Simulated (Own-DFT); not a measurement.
## Calculated data, InAs (zincblende, strongly disordered by large displacements), GaP (zincblende, strongly disordered by large displacements)

All values are calculated (Own-DFT development build). A calculation, not a measurement: plane-wave PBE density functional theory by an unreviewed code, no spin, of a simulated periodic cell, stress positive in tension, free energy of the whole cell less one offset for each atom, forces on such cells passed a denser k mesh, this cell's mesh not checked; broken bonds can close the gap or carry spin, so checks made on this kind of crystal may not hold here; offsets are fitted by least squares, one for each functional and potential file, so energies compare only between cells with the same atoms and settings and are not formation energies; the far tail of each file's local potential was reset to the Coulomb form; each entry is a single point on an unrelaxed cell, so the pressure reflects the starting lattice, mostly measured values (interpolated for alloys), from which strain is counted, and rises with the displacements; printed positions are rounded, which can move forces by about a meV/angstrom; the program, named Own-DFT, is a retired in-house code; no spin-orbit coupling.

Settings shared by all entries: functional PBE; potential files PseudoDojo norm-conserving, scalar-relativistic, standard set; wave cutoff 42 hartree; occupations Fermi-Dirac; smearing width 0.1 eV; k mesh 3 x 3 x 3 centred on Gamma.

(1) InAs (zincblende, strongly disordered by large displacements)

```
InAs
1.0
     12.1166     0.0000     0.0000
      0.0000    12.1166     0.0000
      0.0000     0.0000    12.1166
In As In As In As In As In As In As In As In As
4 4 4 4 4 4 4 4 4 4 4 4 4 4 4 4
Direct
  0.01896 0.99312 0.99364
  0.02053 0.24871 0.25293
  0.23681 0.97937 0.22288
  0.28317 0.22643 0.02152
  0.12001 0.12560 0.09204
  0.12436 0.44083 0.35688
  0.39263 0.08456 0.35385
  0.42155 0.37479 0.14244
  0.01877 0.02067 0.50100
  0.98719 0.26871 0.75955
  0.26581 0.95206 0.70616
  0.25547 0.27698 0.51788
  0.13808 0.08611 0.63204
  0.13418 0.38994 0.84791
  0.42004 0.14944 0.85606
  0.35763 0.38151 0.61763
  0.99095 0.51501 0.02444
  0.96965 0.76495 0.20071
  0.24955 0.47925 0.18849
  0.21392 0.75580 0.99223
  0.12845 0.56204 0.10645
  0.13469 0.85640 0.34051
  0.37936 0.64455 0.37534
  0.36381 0.89650 0.09637
  0.01251 0.49453 0.47139
  0.98091 0.73337 0.75690
  0.20968 0.55899 0.77573
  0.26804 0.77221 0.48635
  0.12362 0.62267 0.60529
  0.10200 0.86698 0.89268
  0.36461 0.60560 0.82559
  0.35273 0.83925 0.61671
  0.51179 0.00364 0.99629
  0.44840 0.24922 0.28127
  0.79118 0.98694 0.22451
  0.69933 0.22647 0.03317
  0.64932 0.09280 0.16282
  0.59919 0.41633 0.40221
  0.87119 0.12356 0.38468
  0.90402 0.38240 0.15563
  0.44947 0.02133 0.50025
  0.48170 0.29310 0.78121
  0.75798 0.04444 0.78896
  0.76402 0.26685 0.51206
  0.57425 0.14766 0.60770
  0.62175 0.38659 0.86652
  0.90182 0.10675 0.85292
  0.85475 0.41715 0.64395
  0.44803 0.44325 0.97527
  0.52882 0.78282 0.26493
  0.81296 0.47006 0.30292
  0.83014 0.71028 0.00920
  0.58586 0.67356 0.11584
  0.67065 0.83722 0.33966
  0.91757 0.60950 0.39123
  0.85114 0.85306 0.11793
  0.49062 0.48993 0.50924
  0.48555 0.77140 0.77046
  0.72447 0.49662 0.72027
  0.69907 0.75771 0.51480
  0.68473 0.61342 0.60434
  0.65984 0.84733 0.87699
  0.86452 0.63259 0.86278
  0.86707 0.87317 0.62032
```

```
hardware                          : one NVIDIA H200
free energy of cell above offsets : 48.465 eV
pressure                          : 18.44 GPa
stress xx                         : -18.95 GPa
stress yy                         : -16.99 GPa
stress zz                         : -19.37 GPa
stress yz                         : -0.85 GPa
stress xz                         : -3.34 GPa
stress xy                         : 2.15 GPa
wall time                         : 1257 s
```

Force:
```tsv
element	x (eV/Å)	y (eV/Å)	z (eV/Å)
In	-4.209	1.91	1.826
In	0.684	-0.974	1.119
In	-0.183	2.317	0.24
In	0.927	0.65	-1.632
As	0.556	1.63	3.039
As	7.956	-6.151	-6.487
As	-5.456	0.844	-8.05
As	-0.989	-0.161	2.185
In	-2.426	-2.813	-2.438
In	0.228	0.799	-0.919
In	-5.645	7.501	7.593
In	-4.651	-4.706	-4.536
As	1.196	4.055	1.783
As	-0.417	-1.771	2.222
As	-4.405	-8.484	4.28
As	3.305	3.932	5.457
In	-9.324	-3.717	-7.727
In	9.269	-6.631	7.507
In	7.991	-4.293	6.082
In	3.603	-3.099	2.611
As	2.49	11.09	0.183
As	-2.314	-0.373	1.152
As	0.981	-1.345	-1.318
As	1.055	-2.284	-0.648
In	-1.049	-3.745	13.36
In	2.799	2.874	-3.706
In	-8.413	-2.492	-3.563
In	-6.634	-4.85	-7.815
As	-0.559	1.598	-0.465
As	0.637	-1.622	-6.512
As	9.76	2.668	4.598
As	11.87	-2.51	2.008
In	1.316	-0.14	-0.691
In	2.83	0.838	2.164
In	0.736	2.545	5.332
In	1.821	2.741	-2.241
As	-4.995	1.018	0.078
As	8.115	-6.07	-8.034
As	0.813	0.409	-0.739
As	-1.884	-1.928	-3.01
In	3.86	-4.193	8.945
In	0.532	4.646	-6.983
In	-9.908	-5.035	-5.302
In	-1.637	-0.12	0.002
As	1.871	0.598	1.352
As	3.382	1.127	2.676
As	7.862	3.884	4.719
As	9.378	-6.311	-4.894
In	0.717	3.98	-4.824
In	-10.63	-2.4	-2.945
In	-3.791	-0.06	0.597
In	-5.15	0.16	5.287
As	1.433	-2.414	-3.415
As	8.539	4.666	3.597
As	-6.263	10.71	-4.737
As	-4.023	6.665	-5.537
In	-6.14	6.184	5.825
In	1.357	-0.185	0.388
In	-4.98	-1.726	11.72
In	2.135	7.73	-2.815
As	-4.825	-0.601	-2.2
As	-0.797	1.043	0.326
As	-0.379	-8.133	-6.191
As	0.07	0.526	0.118
```

(2) GaP (zincblende, strongly disordered by large displacements)

```
GaP
1.0
     10.9010     0.0000     0.0000
      0.0000    10.9010     0.0000
      0.0000     0.0000    10.9010
Ga P Ga P Ga P Ga P Ga P Ga P Ga P Ga P
4 4 4 4 4 4 4 4 4 4 4 4 4 4 4 4
Direct
  0.00370 0.02717 0.99533
  0.01603 0.22778 0.27977
  0.27110 0.02735 0.24565
  0.26578 0.27145 0.00572
  0.12403 0.14334 0.09669
  0.09620 0.36893 0.37622
  0.37184 0.12747 0.38166
  0.38376 0.38666 0.12525
  0.98965 0.99913 0.48020
  0.00256 0.27229 0.77538
  0.26618 0.00820 0.74789
  0.21071 0.23912 0.47922
  0.10336 0.10798 0.63443
  0.11604 0.38170 0.87118
  0.36333 0.14195 0.89513
  0.38696 0.37223 0.63646
  0.96958 0.49105 0.96485
  0.02621 0.75067 0.25983
  0.24962 0.52336 0.27046
  0.26856 0.74741 0.01223
  0.10494 0.62481 0.13177
  0.11460 0.89258 0.39442
  0.35575 0.64696 0.34101
  0.37060 0.88273 0.13292
  0.00037 0.50205 0.50336
  0.95667 0.73343 0.76503
  0.22969 0.48854 0.74478
  0.21332 0.79240 0.52659
  0.13292 0.64245 0.58819
  0.11971 0.87797 0.87341
  0.37879 0.61755 0.87426
  0.37603 0.89007 0.63459
  0.49454 0.96459 0.99746
  0.52815 0.25401 0.24643
  0.75141 0.95221 0.25341
  0.74539 0.29624 0.99772
  0.63367 0.09427 0.14213
  0.63569 0.31360 0.39540
  0.87304 0.10509 0.37388
  0.88549 0.37506 0.11128
  0.49759 0.00382 0.52488
  0.51281 0.22139 0.78481
  0.70461 0.99632 0.74636
  0.75116 0.24046 0.51274
  0.65344 0.11071 0.59128
  0.60880 0.40202 0.87870
  0.87917 0.11004 0.89351
  0.88541 0.38618 0.62254
  0.49218 0.50571 0.00279
  0.48832 0.74917 0.25079
  0.73324 0.48174 0.25759
  0.74709 0.75895 0.97940
  0.63413 0.59546 0.11980
  0.62823 0.86321 0.41188
  0.85461 0.61457 0.39740
  0.87943 0.86685 0.09876
  0.49838 0.48356 0.49928
  0.51071 0.75035 0.76927
  0.72798 0.49735 0.77708
  0.72840 0.71975 0.50717
  0.60771 0.61328 0.59923
  0.63622 0.84933 0.85969
  0.87715 0.60142 0.85522
  0.85468 0.86764 0.63603
```

```
hardware                          : one NVIDIA H100
free energy of cell above offsets : -0.584 eV
pressure                          : 10.4 GPa
stress xx                         : -10.83 GPa
stress yy                         : -11.28 GPa
stress zz                         : -9.1 GPa
stress yz                         : 2.09 GPa
stress xz                         : -1.75 GPa
stress xy                         : -2.96 GPa
wall time                         : 565.6 s
```

Force:
```tsv
element	x (eV/Å)	y (eV/Å)	z (eV/Å)
Ga	2.423	-5.041	1.618
Ga	-1.881	-2.116	-3.878
Ga	-2.378	-0.633	-1.112
Ga	-1.992	1.238	0.524
P	1.793	0.679	3.913
P	2.644	3.772	0.162
P	1.306	1.516	0.957
P	-0.279	-0.382	2.471
Ga	-1.43	0.44	5.451
Ga	-3.679	-4.907	-3.704
Ga	-2.796	1.202	1.555
Ga	1.777	-1.168	2.678
P	0.685	1.404	-0.214
P	3.667	1.589	3.356
P	1.256	-3.671	-1.245
P	-1.565	-1.276	0.068
Ga	3.4	-1.877	5.069
Ga	-2.591	0.887	0.884
Ga	-4.635	-5.457	-3.942
Ga	-2.341	-0.308	-0.795
P	1.918	-1.75	-2.158
P	2.475	-0.903	-5.176
P	2.263	2.322	6.448
P	-0.037	-1.042	0.402
Ga	-0.308	1.216	-0.591
Ga	4.712	6.059	-4.153
Ga	2.067	1.872	-2.004
Ga	4.473	2.405	-0.792
P	-2.537	-5.549	4.44
P	0.576	-0.74	0.319
P	-1.432	0.903	-0.425
P	0.755	-2.747	0.621
Ga	1.398	2.328	-0.004
Ga	-2.591	-2.188	-2.15
Ga	0.041	0.68	0.138
Ga	-0.329	-3.281	-0.258
P	-0.755	0.89	-1.687
P	-3.123	6.446	-2.954
P	-2.419	1.769	-1.889
P	0.365	0.087	3.064
Ga	-0.532	0.172	-2.872
Ga	0.813	1.896	-2.229
Ga	3.901	0.54	0.244
Ga	8.413	2.102	1.092
P	-3.9	-2.42	4.481
P	-2.136	-5.127	1.038
P	-5.596	4.682	-4.65
P	-2.018	-1.727	2.337
Ga	-0.629	0.866	0.665
Ga	3.686	1.248	-1.133
Ga	1.879	-0.774	1.069
Ga	2.955	-3.667	3.621
P	-0.475	3.364	-0.079
P	-1.681	0.9	-2.927
P	1.739	-0.593	-3.032
P	0.944	0.191	1.81
Ga	-1.237	-1.15	-1.596
Ga	-4.309	-3.554	-4.281
Ga	2.059	1.65	-6.036
Ga	3.316	3.055	0.21
P	-1.616	-1.07	5.524
P	-1.051	4.239	1.321
P	-5.196	0.772	1.094
P	-0.225	-0.259	-0.677
```

(3) InAs (zincblende, strongly disordered by large displacements)

```
InAs
1.0
     12.1166     0.0000     0.0000
      0.0000    12.1166     0.0000
      0.0000     0.0000    12.1166
In As In As In As In As In As In As In As In As
4 4 4 4 4 4 4 4 4 4 4 4 4 4 4 4
Direct
  0.00782 0.00392 0.98775
  0.01281 0.28628 0.25860
  0.24668 0.99777 0.24796
  0.23639 0.22655 0.01609
  0.11357 0.11925 0.12925
  0.16328 0.37159 0.38913
  0.36344 0.11942 0.38695
  0.36176 0.34118 0.14497
  0.99832 0.02365 0.48649
  0.00497 0.25792 0.73341
  0.27178 0.00782 0.73380
  0.27730 0.26840 0.49200
  0.12026 0.09966 0.62588
  0.12803 0.37109 0.87638
  0.35501 0.15490 0.88091
  0.34393 0.37687 0.62111
  0.02313 0.52503 0.98866
  0.99554 0.77499 0.25560
  0.21671 0.49976 0.23866
  0.24086 0.78289 0.98192
  0.13290 0.61177 0.13916
  0.10875 0.86618 0.34583
  0.37113 0.61339 0.37397
  0.36882 0.85923 0.14106
  0.99374 0.48657 0.51978
  0.98643 0.75871 0.77426
  0.25495 0.50716 0.76694
  0.24520 0.73890 0.48793
  0.12633 0.59262 0.60089
  0.11930 0.88542 0.85905
  0.35218 0.61749 0.86013
  0.36523 0.85200 0.65208
  0.48355 0.99896 0.97019
  0.49941 0.24807 0.24129
  0.75123 0.99449 0.24117
  0.74177 0.24822 0.99543
  0.64624 0.12695 0.08903
  0.63369 0.35537 0.37092
  0.88225 0.11459 0.38494
  0.89304 0.37419 0.13447
  0.49730 0.99228 0.52106
  0.50296 0.25581 0.74537
  0.74799 0.96437 0.75648
  0.73210 0.23361 0.51256
  0.62296 0.10273 0.66049
  0.60836 0.36399 0.86876
  0.85509 0.11107 0.85469
  0.85013 0.38744 0.63401
  0.47990 0.48139 0.00599
  0.49368 0.71953 0.24892
  0.72997 0.51610 0.23287
  0.73728 0.78611 0.99523
  0.63930 0.62686 0.10714
  0.64700 0.88736 0.39519
  0.86114 0.62456 0.40362
  0.87799 0.85956 0.10572
  0.50391 0.49487 0.53006
  0.48168 0.74061 0.73744
  0.73070 0.48083 0.75529
  0.73539 0.74978 0.50550
  0.62080 0.62041 0.60143
  0.62129 0.90401 0.86600
  0.84292 0.62936 0.87216
  0.84688 0.87600 0.62066
```

```
hardware                          : one NVIDIA H200
free energy of cell above offsets : -1.469 eV
pressure                          : 8.83 GPa
stress xx                         : -9.29 GPa
stress yy                         : -8.58 GPa
stress zz                         : -8.61 GPa
stress yz                         : 0.1 GPa
stress xz                         : -2.81 GPa
stress xy                         : -0.48 GPa
wall time                         : 1204 s
```

Force:
```tsv
element	x (eV/Å)	y (eV/Å)	z (eV/Å)
In	-1.72	0.559	0.056
In	1.01	-2.418	1.88
In	-0.012	0.302	0.161
In	-0.985	2.109	0.406
As	-1.157	-0.356	1.49
As	-4.915	2.276	-1.994
As	1.691	-1.321	-0.903
As	-1.868	3.001	-1.764
In	3.081	-4.733	2.661
In	-0.747	-0.734	0.546
In	-0.771	1.231	1.589
In	-0.362	-5.912	-0.526
As	0.782	2.051	0.189
As	-0.12	-0.239	0.125
As	2.123	-2.086	-2.605
As	3.856	2.767	4.66
In	-1.939	-0.987	-0.278
In	-6.57	-7.007	-4.309
In	5.878	-5.384	4.927
In	0.982	-1.867	1.535
As	-4.382	7.784	-5.41
As	6.745	5.456	6.824
As	-0.08	-1.272	0.367
As	0.693	0.794	-1.596
In	-2.161	-1.354	-2.566
In	-1.228	-1.276	-2.246
In	-5.467	-5.123	-4.924
In	-0.66	0.491	0.099
As	2.517	3.248	3.1
As	0.798	1.11	-0.702
As	5.319	5.41	5.823
As	-2.738	2.493	-4.691
In	-1.459	1.338	2.413
In	2.538	-2.444	1.587
In	0.504	0.5	-0.395
In	4.406	3.741	-2.76
As	-4.597	-4.567	4.494
As	-0.872	1.372	-0.003
As	-4.4	4.348	-4.255
As	-2.458	2.031	-2.641
In	-0.275	-0.034	-0.458
In	-2.314	-1.119	-1.69
In	3.548	3.052	-2.237
In	0.787	-0.582	0.27
As	-0.64	1.198	-1.519
As	0.649	1.375	2.421
As	1.921	1.663	0.97
As	1.681	-2.786	-1.653
In	-0.149	0.428	0.083
In	1.417	0.957	-0.056
In	3.061	-2.567	3.245
In	-1.391	-1.868	-1.369
As	-3.042	1.358	-2.04
As	-2.473	0.777	-1.942
As	1.092	-0.728	-2.39
As	1.606	2.08	1.487
In	-2.911	-3.297	-3.258
In	4.591	-3.296	2.724
In	-0.801	2.745	0.734
In	1.295	-0.22	-0.118
As	1.098	1.445	4.249
As	-4.728	-4.757	2.786
As	0.885	-0.152	0.71
As	3.839	-1.006	-1.314
```
